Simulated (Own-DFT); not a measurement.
# Computed records: SiGe (diamond-structure random alloy, atoms displaced)

Computed with Own-DFT development build. A calculation, not a measurement: plane-wave density functional theory by an unreviewed code, no spin, of a simulated periodic cell, stress positive in tension, run twice, with PBE and with PBEsol, both on files made for PBE, so the change isn't that of files made for PBEsol, forces on such cells passed a denser k mesh, this cell's mesh not checked; the far tail of each file's local potential was reset to the Coulomb form; each entry is a single point on an unrelaxed cell, so the pressure reflects the starting lattice, mostly measured values (interpolated for alloys), from which strain is counted, and rises with the displacements; printed positions are rounded, which can move forces by about a meV/angstrom; the program, named Own-DFT, is a retired in-house code; no spin-orbit coupling; stress was not checked against mesh or cutoff.

```cif
# cell vector a (Å): 11.0890 0.0000 0.0000
# cell vector b (Å): 0.0000 11.0890 0.0000
# cell vector c (Å): 0.0000 0.0000 11.0890
data_SiGe
_symmetry_space_group_name_H-M 'P 1'
_symmetry_Int_Tables_number 1
_cell_length_a 11.0890
_cell_length_b 11.0890
_cell_length_c 11.0890
_cell_angle_alpha 90.000
_cell_angle_beta 90.000
_cell_angle_gamma 90.000
_cell_volume 1363.57
loop_
_atom_site_label
_atom_site_type_symbol
_atom_site_fract_x
_atom_site_fract_y
_atom_site_fract_z
_atom_site_occupancy
Si1 Si 0.00176 0.99866 0.00177 1
Ge1 Ge 0.00402 0.25071 0.25105 1
Ge2 Ge 0.25193 0.00014 0.24199 1
Si2 Si 0.24890 0.25206 0.00090 1
Ge3 Ge 0.12283 0.12526 0.12842 1
Si3 Si 0.12653 0.37612 0.37608 1
Ge4 Ge 0.37524 0.12435 0.36929 1
Si4 Si 0.37188 0.37146 0.12642 1
Ge5 Ge 0.99928 0.99914 0.50269 1
Ge6 Ge 0.99950 0.24993 0.75126 1
Si5 Si 0.24642 0.99932 0.75085 1
Ge7 Ge 0.25167 0.24576 0.49731 1
Ge8 Ge 0.12253 0.12532 0.62217 1
Si6 Si 0.12381 0.38034 0.87853 1
Si7 Si 0.37326 0.12166 0.87472 1
Ge9 Ge 0.38097 0.37565 0.62468 1
Ge10 Ge 0.00116 0.50134 0.00064 1
Ge11 Ge 0.99928 0.75220 0.24991 1
Si8 Si 0.25514 0.50325 0.25084 1
Ge12 Ge 0.24936 0.75353 0.99694 1
Si9 Si 0.12733 0.62225 0.12413 1
Ge13 Ge 0.12738 0.87382 0.37240 1
Ge14 Ge 0.37458 0.62366 0.37634 1
Si10 Si 0.37432 0.87466 0.11831 1
Ge15 Ge 0.99671 0.50036 0.50114 1
Si11 Si 0.00084 0.75282 0.74548 1
Si12 Si 0.24841 0.50657 0.74960 1
Si13 Si 0.25085 0.75092 0.50298 1
Ge16 Ge 0.12092 0.62337 0.62309 1
Si14 Si 0.12016 0.87971 0.88128 1
Ge17 Ge 0.37682 0.62635 0.87760 1
Ge18 Ge 0.37444 0.87565 0.62482 1
Si15 Si 0.50459 0.00270 0.00234 1
Si16 Si 0.50243 0.24847 0.25166 1
Ge19 Ge 0.74964 0.00077 0.25359 1
Si17 Si 0.74974 0.24904 0.99700 1
Si18 Si 0.62234 0.12799 0.12830 1
Si19 Si 0.62237 0.37470 0.37542 1
Si20 Si 0.87332 0.12725 0.37294 1
Si21 Si 0.87308 0.37196 0.12540 1
Ge20 Ge 0.49826 0.99598 0.49702 1
Ge21 Ge 0.49967 0.25402 0.74764 1
Ge22 Ge 0.75459 0.00233 0.74743 1
Ge23 Ge 0.75141 0.25243 0.49881 1
Ge24 Ge 0.62227 0.12225 0.62307 1
Ge25 Ge 0.62445 0.38182 0.87587 1
Ge26 Ge 0.87836 0.12194 0.88069 1
Si22 Si 0.87359 0.37531 0.62802 1
Si23 Si 0.50214 0.49733 0.00047 1
Si24 Si 0.49864 0.74939 0.25153 1
Ge27 Ge 0.75160 0.49995 0.25205 1
Ge28 Ge 0.74761 0.75083 0.00273 1
Ge29 Ge 0.62507 0.62620 0.12776 1
Si25 Si 0.62642 0.87138 0.37517 1
Ge30 Ge 0.87654 0.62504 0.37378 1
Si26 Si 0.87849 0.87688 0.12474 1
Ge31 Ge 0.50242 0.49331 0.49897 1
Ge32 Ge 0.49544 0.75201 0.75331 1
Si27 Si 0.74927 0.50175 0.74796 1
Si28 Si 0.74740 0.74453 0.50210 1
Si29 Si 0.62821 0.62204 0.62318 1
Si30 Si 0.62437 0.87020 0.87433 1
Si31 Si 0.87522 0.62649 0.87327 1
Si32 Si 0.87147 0.87551 0.62273 1
_calc_functional 'PBE, then PBEsol'
_calc_potential_files 'PseudoDojo norm-conserving, scalar-relativistic, standard set'
_calc_wave_cutoff 42  # hartree
_calc_occupations 'Fermi-Dirac'
_calc_smearing_width 0.1  # eV
_calc_k_mesh '3 x 3 x 3 centred on Gamma'
_calc_PBE_pressure 2.77  # GPa
_calc_PBE_stress_xx -2.77  # GPa
_calc_PBE_stress_yy -2.76  # GPa
_calc_PBE_stress_zz -2.77  # GPa
_calc_PBE_stress_yz -0.25  # GPa
_calc_PBE_stress_xz -0.12  # GPa
_calc_PBE_stress_xy 0.04  # GPa
_calc_PBEsol_pressure 0.48  # GPa
_calc_PBEsol_stress_xx -0.48  # GPa
_calc_PBEsol_stress_yy -0.47  # GPa
_calc_PBEsol_stress_zz -0.49  # GPa
_calc_PBEsol_stress_yz -0.25  # GPa
_calc_PBEsol_stress_xz -0.12  # GPa
_calc_PBEsol_stress_xy 0.04  # GPa
_calc_rms_change_of_force_components_from_PBE_to_PBEsol 0.05  # eV/angstrom
```

Force:
```csv
force element,PBE force x (eV/Å),PBE force y (eV/Å),PBE force z (eV/Å),PBEsol force x (eV/Å),PBEsol force y (eV/Å),PBEsol force z (eV/Å)
Si,-0.236,0.003,0.578,-0.237,0.104,0.58
Ge,-0.903,0.494,0.408,-0.84,0.433,0.359
Ge,0.238,-0.628,0.276,0.182,-0.565,0.31
Si,0.02,-0.219,-0.462,-0.025,-0.263,-0.419
Ge,0.28,0.131,-1.243,0.276,0.129,-1.125
Si,0.391,0.421,-0.194,0.347,0.373,-0.153
Ge,0.317,-0.13,0.013,0.26,-0.166,0.062
Si,0.639,0.294,0.017,0.628,0.288,0.022
Ge,-0.702,-0.121,-0.908,-0.608,-0.1,-0.884
Ge,0.204,0.684,0.275,0.199,0.591,0.261
Si,-0.039,0.096,0.422,-0.039,0.091,0.322
Ge,-0.115,0.843,0.042,-0.083,0.776,0.071
Ge,0.544,-0.161,0.746,0.494,-0.132,0.686
Si,0.835,-0.456,-0.659,0.734,-0.444,-0.641
Si,0.037,0.353,0.261,0.075,0.384,0.217
Ge,-1.795,0.289,0.243,-1.688,0.245,0.2
Ge,-0.668,-0.008,0.178,-0.655,-0.006,0.175
Ge,0.385,-0.456,-0.761,0.38,-0.445,-0.665
Si,-0.887,-0.764,-0.395,-0.822,-0.704,-0.333
Ge,-0.516,-0.238,0.474,-0.464,-0.269,0.428
Si,0.215,0.405,0.458,0.167,0.438,0.402
Ge,0.371,0.198,0.569,0.321,0.225,0.516
Ge,0.153,0.541,0.242,0.185,0.489,0.275
Si,1.001,0.081,0.514,0.894,0.067,0.499
Ge,0.114,-0.963,-0.198,0.114,-0.86,-0.196
Si,-0.544,0.332,0.817,-0.487,0.287,0.762
Si,0.132,-0.91,0.296,0.167,-0.851,0.248
Si,-0.271,-0.335,-0.351,-0.261,-0.328,-0.348
Ge,0.708,0.744,0.328,0.648,0.686,0.272
Si,0.231,-0.418,-1.388,0.281,-0.469,-1.334
Ge,-0.29,-0.87,-0.004,-0.282,-0.757,-0.013
Ge,-0.74,0.059,0.287,-0.646,0.058,0.28
Si,-0.358,-0.364,-0.482,-0.343,-0.358,-0.478
Si,-0.184,0.722,-0.385,-0.23,0.672,-0.329
Ge,0.014,-0.103,-0.518,0.016,-0.099,-0.504
Si,-0.245,0.166,0.844,-0.243,0.16,0.74
Si,0.467,-0.02,-0.521,0.512,-0.064,-0.469
Si,0.502,-0.441,-0.589,0.533,-0.385,-0.523
Si,0.534,-0.076,0.447,0.523,-0.078,0.437
Si,0.068,-0.033,-0.337,0.112,0.011,-0.288
Ge,0.352,0.038,-0.385,0.305,0.073,-0.329
Ge,0.088,-1.038,1.053,0.114,-0.964,0.973
Ge,-0.656,-0.788,0.542,-0.641,-0.698,0.528
Ge,-0.111,-0.03,-0.045,-0.141,-0.061,-0.013
Ge,0.268,0.401,-0.036,0.261,0.397,-0.032
Ge,0.571,-0.615,-0.21,0.522,-0.636,-0.25
Ge,-0.22,0.234,-0.089,-0.216,0.232,-0.174
Si,-0.226,0.152,0.097,-0.18,0.1,0.051
Si,-0.811,0.237,0.901,-0.749,0.268,0.842
Si,-0.16,0.66,-0.263,-0.164,0.567,-0.257
Ge,-0.32,-0.755,-0.211,-0.304,-0.656,-0.201
Ge,0.769,0.185,-0.489,0.713,0.136,-0.434
Ge,-0.638,-0.346,-0.001,-0.541,-0.334,-0.008
Si,-0.138,-0.51,0.082,-0.131,-0.413,0.077
Ge,-0.435,0.442,0.447,-0.387,0.39,0.4
Si,-0.441,0.196,-0.127,-0.484,0.144,-0.071
Ge,0.41,1.084,-0.064,0.318,1.048,-0.048
Ge,1.149,-0.448,-0.707,1.042,-0.438,-0.69
Si,0.553,0.235,0.13,0.499,0.182,0.181
Si,0.213,0.692,-0.209,0.258,0.646,-0.255
Si,-0.541,0.216,0.415,-0.634,0.2,0.408
Si,0.174,1.231,0.211,0.201,1.161,0.17
Si,0.021,0.195,-0.384,0.022,0.19,-0.292
Si,0.224,-0.808,0.004,0.222,-0.703,0.003
```
